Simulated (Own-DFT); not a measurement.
# Computed records: Al$_{3}$GaN$_{4}$ (wurtzite random alloy, strained, atoms displaced)

A calculation, not a measurement: plane-wave density functional theory by an unreviewed code, no spin, of a simulated periodic cell, stress positive in tension, run twice, with PBE and with PBEsol, both on files made for PBE, so the change isn't that of files made for PBEsol, forces on such cells passed a denser k mesh, this cell's mesh not checked; the far tail of each file's local potential was reset to the Coulomb form; each entry is a single point on an unrelaxed cell, so the pressure reflects the starting lattice, mostly measured values (interpolated for alloys), from which strain is counted, and rises with the displacements; printed positions are rounded, which can move forces by about a meV/angstrom; the program, named Own-DFT, is a retired in-house code; no spin-orbit coupling; stress was not checked against mesh or cutoff. Program: Own-DFT development build.

```yaml
- formula: Al3GaN4
  kind: "wurtzite random alloy, strained, atoms displaced"
  structure:
    cell_angstrom: [[9.6286, 0.0, 0.0], [-4.8143, 8.3386, 0.0], [0.0, 0.0, 10.0655]]
    atoms_fractional:
      - [Al, 0.1119, 0.21998, 0.00293]
      - [Al, 0.23105, 0.11849, 0.24831]
      - ["N", 0.10763, 0.21391, 0.18466]
      - ["N", 0.22738, 0.11834, 0.44759]
      - [Ga, 0.11105, 0.22274, 0.49895]
      - [Al, 0.22178, 0.12142, 0.74688]
      - ["N", 0.1095, 0.22306, 0.70025]
      - ["N", 0.21084, 0.10297, 0.94718]
      - [Al, 0.10434, 0.54856, 0.9982]
      - [Al, 0.22171, 0.4438, 0.25606]
      - ["N", 0.11598, 0.55622, 0.19167]
      - ["N", 0.22084, 0.44031, 0.42877]
      - [Al, 0.10638, 0.55226, 0.50332]
      - [Al, 0.22438, 0.44539, 0.7465]
      - ["N", 0.11516, 0.56138, 0.6943]
      - ["N", 0.21765, 0.44095, 0.93803]
      - [Al, 0.11068, 0.88845, 0.00824]
      - [Ga, 0.23138, 0.78686, 0.24758]
      - ["N", 0.12299, 0.89007, 0.19126]
      - ["N", 0.2249, 0.77818, 0.43748]
      - [Al, 0.11381, 0.89421, 0.50183]
      - [Al, 0.22923, 0.77481, 0.75072]
      - ["N", 0.1168, 0.88962, 0.6926]
      - ["N", 0.24118, 0.78448, 0.92939]
      - [Ga, 0.44442, 0.2136, 0.00427]
      - [Al, 0.54701, 0.10477, 0.25567]
      - ["N", 0.45615, 0.2225, 0.19875]
      - ["N", 0.56102, 0.11645, 0.44252]
      - [Ga, 0.43959, 0.22106, 0.50042]
      - [Al, 0.55304, 0.1166, 0.74609]
      - ["N", 0.44761, 0.22413, 0.6861]
      - ["N", 0.55839, 0.10854, 0.94676]
      - [Ga, 0.43882, 0.55623, 0.00166]
      - [Al, 0.54995, 0.43606, 0.25829]
      - ["N", 0.44567, 0.5699, 0.18553]
      - ["N", 0.54681, 0.44372, 0.43977]
      - [Al, 0.44639, 0.56517, 0.49806]
      - [Al, 0.55608, 0.44571, 0.75272]
      - ["N", 0.44405, 0.55418, 0.69168]
      - ["N", 0.54741, 0.44269, 0.94383]
      - [Al, 0.45215, 0.89201, 0.99976]
      - [Al, 0.56064, 0.78258, 0.24724]
      - ["N", 0.44683, 0.89438, 0.18929]
      - ["N", 0.54707, 0.77902, 0.44388]
      - [Al, 0.45152, 0.88646, 0.49959]
      - [Al, 0.55723, 0.78071, 0.76043]
      - ["N", 0.44068, 0.89305, 0.69652]
      - ["N", 0.54957, 0.76923, 0.93354]
      - [Al, 0.78082, 0.22662, 0.00038]
      - [Al, 0.89369, 0.11538, 0.25002]
      - ["N", 0.78027, 0.23064, 0.19139]
      - ["N", 0.88261, 0.10471, 0.43958]
      - [Ga, 0.77299, 0.2205, 0.49623]
      - [Al, 0.89292, 0.11853, 0.75426]
      - ["N", 0.78047, 0.2209, 0.68981]
      - ["N", 0.88138, 0.10192, 0.93644]
      - [Al, 0.78066, 0.56041, 0.9939]
      - [Ga, 0.88647, 0.44245, 0.24392]
      - ["N", 0.77688, 0.5564, 0.19022]
      - ["N", 0.8984, 0.44834, 0.44313]
      - [Al, 0.77956, 0.55953, 0.50589]
      - [Al, 0.88929, 0.44956, 0.74563]
      - ["N", 0.78094, 0.56928, 0.69141]
      - ["N", 0.90121, 0.44581, 0.93673]
      - [Al, 0.7788, 0.89905, 0.99923]
      - [Ga, 0.88585, 0.76592, 0.25198]
      - ["N", 0.77835, 0.8892, 0.18617]
      - ["N", 0.89595, 0.78747, 0.44056]
      - [Ga, 0.77965, 0.89447, 0.5067]
      - [Al, 0.88722, 0.78576, 0.74692]
      - ["N", 0.76225, 0.88002, 0.69197]
      - ["N", 0.89031, 0.77315, 0.93859]
  settings:
    functional: "PBE, then PBEsol"
    potential_files: "PseudoDojo norm-conserving, scalar-relativistic, standard set"
    "wave_cutoff [hartree]": 42.0
    occupations: Fermi-Dirac
    "smearing_width [eV]": 0.1
    k_mesh: "4 x 4 x 3 centred on Gamma"
  results:
    "PBE_pressure [GPa]": -2.83
    "PBE_stress_xx [GPa]": 6.69
    "PBE_stress_yy [GPa]": 5.9
    "PBE_stress_zz [GPa]": -4.09
    "PBE_stress_yz [GPa]": 0.1
    "PBE_stress_xz [GPa]": -0.31
    "PBE_stress_xy [GPa]": -0.04
    "PBEsol_pressure [GPa]": -5.76
    "PBEsol_stress_xx [GPa]": 9.6
    "PBEsol_stress_yy [GPa]": 8.79
    "PBEsol_stress_zz [GPa]": -1.09
    "PBEsol_stress_yz [GPa]": 0.11
    "PBEsol_stress_xz [GPa]": -0.31
    "PBEsol_stress_xy [GPa]": -0.04
    force_element: [Al, Al, "N", "N", Ga, Al, "N", "N", Al, Al, "N", "N", Al, Al, "N", "N", Al, Ga, "N", "N", Al, Al, "N", "N", Ga, Al, "N", "N", Ga, Al, "N", "N", Ga, Al, "N", "N", Al, Al, "N", "N", Al, Al, "N", "N", Al, Al, "N", "N", Al, Al, "N", "N", Ga, Al, "N", "N", Al, Ga, "N", "N", Al, Al, "N", "N", Al, Ga, "N", "N", Ga, Al, "N", "N"]
    "PBE_force_x [eV/angstrom]": [-0.438, -0.401, 0.403, -0.876, -0.541, 1.429, -0.32, 0.593, 2.138, -0.12, -0.026, -0.152, 1.074, -0.234, 0.058, -0.508, 0.667, 0.272, -1.871, -0.034, 0.872, -1.216, -1.094, -1.676, -0.817, 1.739, -1.891, -1.165, 1.227, 0.946, -0.651, 0.713, -0.068, 0.127, 0.541, 0.945, -0.043, -0.409, -0.187, 1.885, -0.498, -0.413, 1.75, 1.747, -2.541, -1.33, 1.711, 0.581, 0.035, -0.563, 0.357, 0.514, 1.179, -0.684, -0.755, 0.094, -0.315, 0.667, -0.836, -1.842, 0.041, 0.514, 0.213, -2.6, 0.57, -0.048, -0.419, 0.129, -0.274, 1.155, 1.491, -0.519]
    "PBE_force_y [eV/angstrom]": [0.282, -1.013, 1.002, -1.772, 0.087, -1.866, 0.359, 0.686, 1.856, 0.56, -0.392, 1.005, 1.189, 0.453, -1.25, -0.765, -0.668, -1.935, 1.321, 0.244, -0.508, 1.017, 0.579, -0.879, 0.642, 0.674, 0.093, -1.842, 0.694, -0.969, 0.651, 0.639, -0.52, 1.707, -1.795, 1.445, -1.228, 0.189, 0.25, -0.171, -0.812, 0.114, 0.347, -0.456, 0.95, -0.606, 0.227, 2.218, -0.369, -0.74, -2.705, 1.274, 0.935, -0.961, 0.725, 2.005, -0.82, 1.536, -1.479, 0.141, 0.0, -0.112, -1.621, -0.663, -2.608, 2.027, 0.702, -1.145, -1.148, 0.143, 1.691, 1.158]
    "PBE_force_z [eV/angstrom]": [-1.402, 0.235, 1.797, -1.835, 0.342, 1.02, -0.931, -0.878, 0.292, -3.611, -0.895, 3.746, -0.679, 0.861, -0.935, 0.044, -2.095, 0.397, 0.141, 1.808, 0.074, -0.656, -0.299, 3.001, -0.441, -0.463, 0.226, -0.576, -0.298, 0.676, 2.311, -1.284, -0.836, -1.782, 2.762, 0.811, 0.455, -0.282, -0.429, -0.677, -0.554, 0.262, -0.177, -1.425, 1.151, -2.92, -1.223, 2.785, -0.198, -0.446, -0.424, -0.683, 0.475, -0.833, 1.032, 0.994, 0.522, 0.975, -0.819, 0.399, -1.238, 0.063, 0.377, -0.148, -0.136, -0.496, 0.554, 1.19, -1.011, 0.631, 1.326, 0.281]
    "PBEsol_force_x [eV/angstrom]": [-0.446, -0.397, 0.401, -0.85, -0.512, 1.451, -0.33, 0.704, 2.14, -0.111, -0.148, -0.15, 1.103, -0.232, 0.053, -0.379, 0.68, 0.251, -1.795, -0.029, 0.872, -1.23, -1.073, -1.665, -0.792, 1.743, -1.879, -1.127, 1.187, 0.947, -0.667, 0.568, -0.064, 0.121, 0.535, 0.938, -0.043, -0.406, -0.175, 1.736, -0.496, -0.408, 1.589, 1.869, -2.547, -1.35, 1.713, 0.579, 0.038, -0.56, 0.339, 0.498, 1.147, -0.679, -0.759, 0.096, -0.304, 0.654, -0.701, -1.86, 0.026, 0.502, 0.208, -2.6, 0.578, -0.048, -0.296, -0.003, -0.27, 1.154, 1.487, -0.527]
    "PBEsol_force_y [eV/angstrom]": [0.293, -1.003, 1.0, -1.584, 0.089, -1.854, 0.366, 0.739, 1.886, 0.53, -0.317, 0.855, 1.175, 0.455, -1.248, -0.682, -0.694, -1.891, 1.165, 0.243, -0.494, 1.007, 0.569, -0.875, 0.634, 0.681, 0.084, -1.671, 0.692, -0.957, 0.648, 0.712, -0.503, 1.708, -1.802, 1.28, -1.246, 0.184, 0.269, -0.226, -0.823, 0.122, 0.245, -0.391, 0.983, -0.622, 0.226, 2.033, -0.35, -0.728, -2.506, 1.235, 0.91, -0.975, 0.72, 2.02, -0.843, 1.496, -1.369, -0.018, -0.019, -0.114, -1.603, -0.669, -2.642, 1.972, 0.638, -1.082, -1.108, 0.16, 1.706, 1.177]
    "PBEsol_force_z [eV/angstrom]": [-1.418, 0.231, 1.807, -1.715, 0.335, 0.998, -1.045, -0.837, 0.294, -3.655, -0.791, 3.833, -0.686, 0.835, -0.906, 0.096, -2.105, 0.404, 0.273, 1.634, 0.052, -0.686, -0.272, 3.008, -0.408, -0.471, 0.071, -0.448, -0.263, 0.661, 2.106, -1.226, -0.805, -1.813, 2.56, 0.891, 0.459, -0.305, -0.407, -0.56, -0.548, 0.271, -0.115, -1.392, 1.153, -2.967, -1.198, 2.882, -0.206, -0.447, -0.344, -0.51, 0.48, -0.885, 0.875, 1.003, 0.521, 0.969, -0.702, 0.293, -1.271, 0.039, 0.405, -0.15, -0.148, -0.468, 0.608, 1.069, -0.976, 0.61, 1.14, 0.282]
    "rms_change_of_force_components_from_PBE_to_PBEsol [eV/angstrom]": 0.066
```
